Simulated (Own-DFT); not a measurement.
# Computed records: SiC (twinned 3C silicon carbide, atoms displaced), SiC (2H silicon carbide, atoms displaced), GaN (wurtzite, strained, atoms displaced)

Computed with Own-DFT development build. A calculation, not a measurement: plane-wave PBE density functional theory by an unreviewed code, no spin, of a simulated periodic cell, stress positive in tension, free energy of the whole cell less one offset for each atom, forces on such cells passed a denser k mesh, this cell's mesh not checked; offsets are fitted by least squares, one for each functional and potential file, so energies compare only between cells with the same atoms and settings and are not formation energies; the far tail of each file's local potential was reset to the Coulomb form; each entry is a single point on an unrelaxed cell, so the pressure reflects the starting lattice, mostly measured values (interpolated for alloys), from which strain is counted, and rises with the displacements; printed positions are rounded, which can move forces by about a meV/angstrom; the program, named Own-DFT, is a retired in-house code; no spin-orbit coupling.

Settings shared by all entries: functional PBE.

(1) SiC (twinned 3C silicon carbide, atoms displaced)

```
cell vectors (Å)
   6.5394    -6.5394     0.0000
   0.0000     6.5394    -6.5394
   8.7192     8.7192     8.7192
atoms (fractions of the cell vectors)
Si  0.99733  0.99815  0.43632
C   0.00090  0.99927  0.06485
Si  0.10931  0.21896  0.10385
C   0.11106  0.22373  0.22730
Si  0.21816  0.10806  0.26794
C   0.21909  0.10802  0.39352
Si  0.99778  0.33488  0.43863
C   0.00439  0.33258  0.05988
Si  0.10747  0.54867  0.10508
C   0.11132  0.55682  0.23217
Si  0.22520  0.44619  0.27052
C   0.22092  0.43972  0.39496
Si  0.99913  0.66839  0.44066
C   0.99477  0.66525  0.06506
Si  0.10645  0.88450  0.10193
C   0.11059  0.89478  0.23342
Si  0.21847  0.77600  0.26915
C   0.22214  0.78501  0.39629
Si  0.33264  0.99592  0.43970
C   0.33159  0.99645  0.06358
Si  0.44861  0.22515  0.10494
C   0.44895  0.22200  0.23077
Si  0.55158  0.11567  0.27202
C   0.55937  0.11251  0.39611
Si  0.32772  0.33808  0.43847
C   0.32834  0.32774  0.06301
Si  0.44282  0.55217  0.10269
C   0.44351  0.55894  0.22819
Si  0.55782  0.44745  0.26973
C   0.55257  0.44556  0.39808
Si  0.33957  0.67069  0.43866
C   0.33163  0.67117  0.05997
Si  0.44134  0.89100  0.10687
C   0.43677  0.89144  0.22894
Si  0.55481  0.77556  0.27196
C   0.55282  0.77273  0.39780
Si  0.66297  0.99886  0.43734
C   0.66228  0.99922  0.06307
Si  0.77613  0.21769  0.10273
C   0.77481  0.22342  0.22764
Si  0.89169  0.11118  0.27028
C   0.88615  0.10714  0.39348
Si  0.67074  0.32868  0.43834
C   0.66573  0.33618  0.06351
Si  0.77146  0.55776  0.10180
C   0.78169  0.54975  0.22969
Si  0.89100  0.44589  0.27079
C   0.88209  0.44457  0.39558
Si  0.66824  0.67071  0.43468
C   0.66580  0.66701  0.06015
Si  0.77595  0.89444  0.10540
C   0.77528  0.89353  0.23113
Si  0.88089  0.77847  0.26936
C   0.88618  0.77573  0.39429
Si  0.00036  0.00788  0.93729
C   0.00361  0.00575  0.56098
Si  0.88890  0.78178  0.60604
C   0.88952  0.77844  0.72862
Si  0.77736  0.88455  0.77560
C   0.77873  0.88737  0.89718
Si  0.99734  0.66806  0.93978
C   0.99584  0.66950  0.56330
Si  0.89041  0.44856  0.60562
C   0.88965  0.45022  0.73188
Si  0.78047  0.55794  0.77203
C   0.77582  0.55694  0.89300
Si  0.00522  0.33600  0.93691
C   0.99931  0.33291  0.56084
Si  0.89843  0.11425  0.60141
C   0.88507  0.10918  0.73049
Si  0.77499  0.22140  0.77145
C   0.78038  0.22548  0.89761
Si  0.66394  0.99433  0.93839
C   0.66750  0.99851  0.56421
Si  0.55857  0.78302  0.60775
C   0.55464  0.77433  0.72842
Si  0.45063  0.88678  0.76796
C   0.44627  0.89275  0.89526
Si  0.67062  0.66653  0.93548
C   0.66981  0.67212  0.56582
Si  0.55352  0.44244  0.60428
C   0.56150  0.44942  0.72842
Si  0.44556  0.56013  0.77009
C   0.44556  0.55496  0.89466
Si  0.66265  0.33437  0.94036
C   0.66650  0.33314  0.56177
Si  0.54966  0.10257  0.60619
C   0.55008  0.10935  0.72804
Si  0.43903  0.21608  0.77026
C   0.44886  0.22334  0.89813
Si  0.33712  0.00130  0.94020
C   0.33223  0.99744  0.56673
Si  0.22487  0.77940  0.60207
C   0.22512  0.78023  0.72963
Si  0.10995  0.88817  0.77101
C   0.11407  0.89080  0.89532
Si  0.32997  0.66657  0.94316
C   0.33540  0.66939  0.56181
Si  0.21864  0.43579  0.60677
C   0.21947  0.44311  0.72893
Si  0.11662  0.55092  0.77147
C   0.11392  0.55366  0.89740
Si  0.32952  0.32874  0.94050
C   0.33011  0.33336  0.56071
Si  0.22590  0.12215  0.60580
C   0.21866  0.10526  0.73084
Si  0.11171  0.22375  0.76879
C   0.11085  0.22270  0.89745
```

| Quantity | Value |
| --- | --- |
| potential files | PseudoDojo norm-conserving, scalar-relativistic, standard set |
| wave cutoff | 42 hartree |
| occupations | Fermi-Dirac |
| smearing width | 0.1 eV |
| hardware | one NVIDIA H200 |
| k mesh | 4 x 4 x 2 centred on Gamma |
| free energy of cell above offsets | -15.888 eV |
| pressure | 3.76 GPa |
| stress xx | -3.57 GPa |
| stress yy | -3.95 GPa |
| stress zz | -3.76 GPa |
| stress yz | -0.28 GPa |
| stress xz | -0.49 GPa |
| stress xy | -0.41 GPa |
| wall time | 649 s |

Force:
```
element  x (eV/Å)  y (eV/Å)  z (eV/Å)
     Si     0.221    -0.467    -0.388
      C    -1.132     0.192    -0.405
     Si       0.2     0.246    -0.101
      C     0.301     0.054     0.037
     Si     1.728      0.85    -0.514
      C     0.888      0.59    -0.122
     Si    -0.807    -1.009    -0.411
      C    -0.223     0.968     0.961
     Si     0.276     0.561    -0.878
      C    -0.484    -1.006    -0.117
     Si    -0.399     0.301     0.502
      C    -0.367     1.658    -1.244
     Si    -0.845    -0.534    -0.575
      C    -0.166     -0.88     0.205
     Si     1.503      0.85     0.323
      C     -2.28    -1.875      0.51
     Si     0.641     1.399    -0.174
      C    -0.297    -1.517     1.531
     Si     0.144     1.024    -1.553
      C     0.119     0.762    -0.554
     Si    -0.645      0.16     0.953
      C    -1.608     1.343    -1.176
     Si     0.796    -1.609      0.79
      C    -0.828     0.311     0.589
     Si      0.11    -2.625     0.754
      C     1.001     0.191    -0.177
     Si    -0.289     0.573    -0.666
      C     0.197    -0.949      0.15
     Si     0.402     0.311     1.004
      C     -0.12    -0.791    -0.099
     Si     -1.72     0.518     0.632
      C     1.601     1.038     2.316
     Si    -0.279    -0.716      0.12
      C     1.339    -0.711     0.638
     Si    -0.556     1.259    -0.856
      C    -0.146    -0.119    -1.714
     Si     0.667     -0.56     0.287
      C     0.097    -0.197     0.188
     Si     0.556     0.758    -0.894
      C     0.624    -0.485     0.453
     Si    -0.394      1.22    -0.699
      C     0.529     0.949    -0.061
     Si    -1.121     1.957    -0.597
      C     0.179    -0.546     0.114
     Si     1.401    -0.306     1.073
      C    -1.267     1.631    -1.855
     Si    -0.141     -0.23     0.878
      C     1.547    -1.047     -0.37
     Si     0.887     0.293     1.958
      C     0.147     1.031     -0.04
     Si    -0.146    -0.863     0.598
      C    -0.806    -0.915     0.249
     Si     1.249    -1.104     0.511
      C     0.266     0.239    -0.194
     Si     0.334    -1.133     1.491
      C     0.483    -0.532     0.765
     Si    -0.323    -0.248    -0.411
      C      0.56     0.618     0.343
     Si    -0.751     -0.62    -1.514
      C     0.158     0.439    -0.086
     Si    -0.123    -1.058    -0.359
      C     0.898    -0.458     0.188
     Si    -0.493     0.102      0.44
      C     0.078    -1.483     0.509
     Si    -0.689    -0.319    -0.498
      C     1.253      0.12     0.996
     Si     -0.86     0.431     0.221
      C     0.802     0.866     0.105
     Si    -1.115      1.84     1.082
      C     0.224    -0.622    -0.324
     Si     0.108     0.337    -0.374
      C    -0.383    -0.088     0.492
     Si     0.041     0.477     -1.18
      C     0.163      0.03    -0.753
     Si    -1.112    -1.536    -0.097
      C     1.212     0.524    -0.138
     Si    -0.421     2.095      0.36
      C    -0.169    -0.618     0.823
     Si    -0.772     0.802     0.348
      C    -1.053    -0.482    -0.012
     Si     0.527    -0.242    -1.082
      C    -1.012     0.457     1.206
     Si     0.048    -0.781     1.362
      C     0.098     0.826     0.403
     Si     0.429    -1.351    -0.717
      C     0.326     0.148     0.988
     Si     0.689     -0.31    -1.778
      C     1.137    -0.348      0.43
     Si     1.243     0.663    -0.706
      C    -1.422     0.365     0.063
     Si    -0.793    -0.359    -0.416
      C    -0.741      0.26    -1.412
     Si    -0.171     0.793     1.345
      C    -0.287    -0.729      0.56
     Si     0.183    -0.607     0.675
      C     0.073     0.885     0.253
     Si    -0.951    -2.253    -2.157
      C     0.376     0.033     1.201
     Si    -0.376      0.45    -2.386
      C     0.774    -1.074     0.244
     Si    -0.648     2.375    -1.131
      C    -0.376     0.646    -0.646
     Si     0.114    -0.924    -1.394
      C     1.247     0.495     0.177
     Si    -0.815    -1.559     1.611
      C    -0.066     0.615     -1.48
     Si     0.064     0.474      1.42
      C    -0.269    -0.605    -0.939
```

(2) SiC (2H silicon carbide, atoms displaced)

```
cell vectors (Å)
   6.1654     0.0000     0.0000
  -3.0827     5.3394     0.0000
   0.0000     0.0000    10.0681
atoms (fractions of the cell vectors)
Si  0.00395  0.98305  0.99016
Si  0.18316  0.33719  0.26785
C   0.98686  0.97687  0.17926
C   0.15806  0.30827  0.43201
Si  0.97871  0.99476  0.50513
Si  0.15582  0.31095  0.73065
C   0.99170  0.99738  0.66787
C   0.13522  0.30457  0.93480
Si  0.98795  0.47640  0.99450
Si  0.17827  0.84343  0.26940
C   0.00720  0.51794  0.18492
C   0.18185  0.82835  0.44249
Si  0.05746  0.52658  0.50546
Si  0.15355  0.83845  0.72956
C   0.00847  0.48118  0.68289
C   0.16253  0.82180  0.93878
Si  0.50742  0.98661  0.98702
Si  0.66938  0.35689  0.24611
C   0.50503  0.99331  0.19799
C   0.70012  0.33908  0.40776
Si  0.50852  0.98620  0.50808
Si  0.66539  0.33358  0.74553
C   0.47595  0.97601  0.69114
C   0.62279  0.31747  0.93361
Si  0.47620  0.50199  0.00368
Si  0.69929  0.88763  0.24325
C   0.51484  0.50699  0.19555
C   0.68176  0.83067  0.44181
Si  0.49990  0.50509  0.50093
Si  0.67239  0.83837  0.73763
C   0.52120  0.50905  0.70743
C   0.64961  0.79726  0.95438
```

| Item | Value |
| --- | --- |
| potential files | PseudoDojo norm-conserving, scalar-relativistic, standard set |
| wave cutoff | 42 hartree |
| occupations | Fermi-Dirac |
| smearing width | 0.1 eV |
| hardware | one NVIDIA H100 |
| k mesh | 5 x 5 x 3 centred on Gamma |
| free energy of cell above offsets | 6.781 eV |
| pressure | 11.75 GPa |
| stress xx | -10.09 GPa |
| stress yy | -9.47 GPa |
| stress zz | -15.69 GPa |
| stress yz | 3.67 GPa |
| stress xz | -1.13 GPa |
| stress xy | 2.8 GPa |
| wall time | 128.9 s |

Force:
```
element  x (eV/Å)  y (eV/Å)  z (eV/Å)
     Si    -1.397    -0.577      2.46
     Si    -1.128     0.493    -8.478
      C     3.923      3.56       1.4
      C     0.915     1.706     6.133
     Si     3.547     0.147    -6.038
     Si     1.911     2.415     4.734
      C     0.301    -0.398     5.786
      C     1.061     0.688    -1.805
     Si    -2.118     1.476     1.236
     Si    -0.215    -1.068    -5.745
      C     1.302    -1.238     0.724
      C    -0.783      2.46     2.268
     Si    -3.885    -4.556    -2.754
     Si     1.086    -2.838     4.144
      C    -2.638     1.761     0.038
      C     0.755     -1.05    -2.773
     Si      -2.5     0.473     2.732
     Si     3.302    -2.178     -4.42
      C    -3.589     2.838    -2.561
      C    -0.407    -0.288     10.85
     Si    -0.208     3.087    -3.075
     Si     1.624     -1.71     1.583
      C     1.943     2.755    -1.052
      C     3.221     0.354    -0.011
     Si     0.644    -5.831     1.824
     Si     0.109    -5.401     2.317
      C    -4.231     1.602    -1.451
      C    -2.878     -0.78    -1.241
     Si     3.137    -1.972    -1.036
     Si    -1.279    -0.795     3.569
      C    -2.825    -1.277    -4.562
      C     1.301     6.141    -4.798
```

(3) GaN (wurtzite, strained, atoms displaced)

```
cell vectors (Å)
  12.7560     0.0000     0.0000
  -4.7835     8.2853     0.0000
   0.0000     0.0000    10.6552
atoms (fractions of the cell vectors)
Ga  0.08275  0.22947  0.00540
Ga  0.17156  0.10480  0.24958
N   0.08593  0.22709  0.19111
N   0.16602  0.11546  0.43500
Ga  0.08214  0.21922  0.50148
Ga  0.16605  0.10222  0.74645
N   0.08494  0.22300  0.68822
N   0.17298  0.11466  0.93568
Ga  0.08985  0.56655  0.00011
Ga  0.16609  0.44825  0.25554
N   0.08925  0.55843  0.19289
N   0.16233  0.43722  0.43789
Ga  0.07888  0.54961  0.50396
Ga  0.16696  0.44400  0.74707
N   0.08700  0.56062  0.69293
N   0.16781  0.44859  0.94210
Ga  0.07753  0.88733  0.99205
Ga  0.16739  0.78277  0.24700
N   0.08598  0.88890  0.19092
N   0.16714  0.78534  0.43580
Ga  0.07630  0.88910  0.50510
Ga  0.16840  0.77179  0.75168
N   0.08723  0.89089  0.68414
N   0.16379  0.77600  0.94405
Ga  0.32662  0.21228  0.99700
Ga  0.41511  0.10679  0.24600
N   0.34169  0.22329  0.17938
N   0.42196  0.11155  0.44118
Ga  0.33964  0.21486  0.49924
Ga  0.41710  0.11662  0.75103
N   0.33407  0.22993  0.69524
N   0.41077  0.09613  0.94122
Ga  0.33383  0.55345  0.00465
Ga  0.41958  0.44767  0.24272
N   0.33806  0.55682  0.18875
N   0.41579  0.44353  0.43536
Ga  0.33455  0.55139  0.49798
Ga  0.41026  0.44779  0.74807
N   0.32994  0.55291  0.68115
N   0.40787  0.44205  0.93767
Ga  0.33406  0.89781  0.00462
Ga  0.41743  0.77192  0.25237
N   0.33564  0.89987  0.18317
N   0.42300  0.77570  0.43430
Ga  0.33181  0.88670  0.48823
Ga  0.41913  0.78251  0.74492
N   0.34409  0.89166  0.68972
N   0.41187  0.77386  0.92628
Ga  0.58219  0.22477  0.00448
Ga  0.67000  0.11112  0.25271
N   0.58548  0.22976  0.18934
N   0.67556  0.10735  0.43524
Ga  0.57918  0.22550  0.50121
Ga  0.65816  0.10545  0.74878
N   0.58775  0.22749  0.68244
N   0.67035  0.11277  0.93508
Ga  0.58457  0.56636  0.99662
Ga  0.66897  0.44159  0.26479
N   0.58975  0.56976  0.19429
N   0.66204  0.44859  0.44099
Ga  0.58944  0.55904  0.50536
Ga  0.66889  0.45367  0.75312
N   0.58666  0.55695  0.68643
N   0.67202  0.45874  0.93732
Ga  0.58335  0.89743  0.99739
Ga  0.66663  0.76318  0.24827
N   0.58280  0.87962  0.19075
N   0.66237  0.78258  0.45081
Ga  0.57421  0.89181  0.49266
Ga  0.66305  0.77711  0.75153
N   0.58523  0.89201  0.69110
N   0.66723  0.77230  0.93673
Ga  0.83239  0.21886  0.99348
Ga  0.92146  0.12022  0.25081
N   0.84287  0.22797  0.18953
N   0.91281  0.10332  0.43200
Ga  0.82741  0.21395  0.50430
Ga  0.91476  0.11226  0.74780
N   0.83693  0.22245  0.68906
N   0.91868  0.12246  0.93726
Ga  0.84040  0.56115  0.99537
Ga  0.91541  0.44709  0.25084
N   0.83358  0.54944  0.18508
N   0.91370  0.44720  0.42874
Ga  0.82998  0.56271  0.50187
Ga  0.91582  0.44802  0.75429
N   0.83566  0.55499  0.69058
N   0.91592  0.43508  0.94313
Ga  0.83135  0.88868  0.00359
Ga  0.91367  0.76355  0.24765
N   0.83309  0.88582  0.17760
N   0.91489  0.77482  0.42792
Ga  0.83324  0.88931  0.50154
Ga  0.91334  0.77040  0.74621
N   0.83388  0.89055  0.70185
N   0.91293  0.77484  0.93701
```

| Item | Value |
| --- | --- |
| potential files | PseudoDojo norm-conserving, scalar-relativistic, standard set with the stringent files for Ga |
| wave cutoff | 96 hartree |
| occupations | Gaussian |
| smearing width | 0.01 eV |
| k mesh | 3 x 4 x 3 centred on Gamma |
| free energy of cell above offsets | -4.673 eV |
| pressure | 2.29 GPa |
| stress xx | -3.62 GPa |
| stress yy | -6.63 GPa |
| stress zz | 3.37 GPa |
| stress yz | -0.41 GPa |
| stress xz | -0.85 GPa |
| stress xy | 0.57 GPa |

Force:
```
element  x (eV/Å)  y (eV/Å)  z (eV/Å)
     Ga     0.431    -0.316    -0.294
     Ga    -0.976       1.3     0.004
      N     0.932    -0.362    -0.284
      N     1.185    -0.786     0.529
     Ga    -0.323    -0.082    -0.136
     Ga    -0.646     1.624     0.805
      N    -0.086    -0.546     -0.21
      N    -2.431    -1.324    -0.494
     Ga    -0.098    -2.166     1.057
     Ga     0.828    -0.491    -0.368
      N    -1.013     0.503    -0.817
      N    -0.003     1.119     0.495
     Ga    -0.079     0.639    -0.748
     Ga     0.113    -0.201     1.053
      N    -0.649    -1.203    -0.867
      N     0.069    -0.028      -0.8
     Ga     0.538     0.701     1.096
     Ga     0.563    -0.717     0.554
      N    -1.063    -0.337     -1.28
      N    -0.083    -0.822     0.234
     Ga      1.07     0.391    -1.551
     Ga     0.488     1.719      0.27
      N    -0.327    -1.392     0.647
      N      0.01     1.392     -1.32
     Ga     1.456     1.469     0.273
     Ga     0.619     1.596     0.636
      N    -1.077     0.128      0.88
      N    -0.369    -0.823    -1.511
     Ga    -2.342      1.37     0.418
     Ga     0.519    -0.481     0.141
      N     0.704    -1.202    -1.326
      N     0.417     3.776    -1.454
     Ga    -0.839     0.914    -0.534
     Ga     0.557     -0.59     1.057
      N    -1.145    -0.217    -0.045
      N     1.025    -0.532    -0.024
     Ga    -0.451    -0.343    -0.084
     Ga     1.033     0.339     0.708
      N     0.031     0.908     0.103
      N     1.839    -0.187    -0.238
     Ga     0.625    -3.295    -0.503
     Ga     -0.16     0.839    -0.881
      N     0.768    -2.091     1.031
      N    -3.019     -0.92     -0.35
     Ga     0.376    -0.429     1.583
     Ga     0.653    -1.241     0.657
      N    -2.621     0.667    -1.337
      N     0.331     0.485     1.925
     Ga     0.272     0.548    -0.573
     Ga     0.494    -0.194    -0.849
      N     0.493    -0.821     0.348
      N    -2.983     0.412     -0.06
     Ga     2.108     0.022     0.164
     Ga     1.073     1.134     0.181
      N    -0.688     0.251     0.897
      N    -1.405     0.316     0.033
     Ga    -0.215    -2.018     0.991
     Ga    -0.545     0.707    -2.343
      N     0.441     -5.48    -2.064
      N     1.543    -0.708     0.305
     Ga    -2.503     0.684    -0.267
     Ga     0.152    -0.981     0.178
      N    -0.977    -0.072     0.535
      N    -0.163    -1.504      0.15
     Ga     0.045    -1.711     0.385
     Ga    -0.209     5.363     2.018
      N    -0.257     1.287    -0.627
      N     1.228    -0.558    -1.243
     Ga      2.86     0.628     1.777
     Ga     0.441     0.153     0.019
      N    -0.174    -0.534    -1.174
      N    -1.008     2.142    -0.446
     Ga    -0.054     0.296     1.761
     Ga     0.388    -1.503    -0.323
      N    -1.664    -0.429    -0.831
      N     0.305     0.833     1.209
     Ga     1.573     1.376    -0.162
     Ga     1.049     0.251     1.044
      N    -1.414     0.485    -0.321
      N     1.202    -1.746    -0.354
     Ga    -0.423    -1.322     0.913
     Ga     1.344    -0.297    -0.623
      N     -0.84     0.048    -0.167
      N    -0.123      -0.3     2.347
     Ga     1.277    -1.004    -0.186
     Ga      1.09    -1.009     0.275
      N    -0.592    -0.055    -0.994
      N    -0.255     2.105    -0.987
     Ga     0.087     0.623    -1.422
     Ga    -0.311     1.832    -0.782
      N      0.42     0.196     2.305
      N    -0.502     0.299     1.625
     Ga     -0.65    -0.174      0.14
     Ga     0.115     1.525     1.033
      N      0.25    -0.607    -1.821
      N     0.324     0.753    -0.715
```
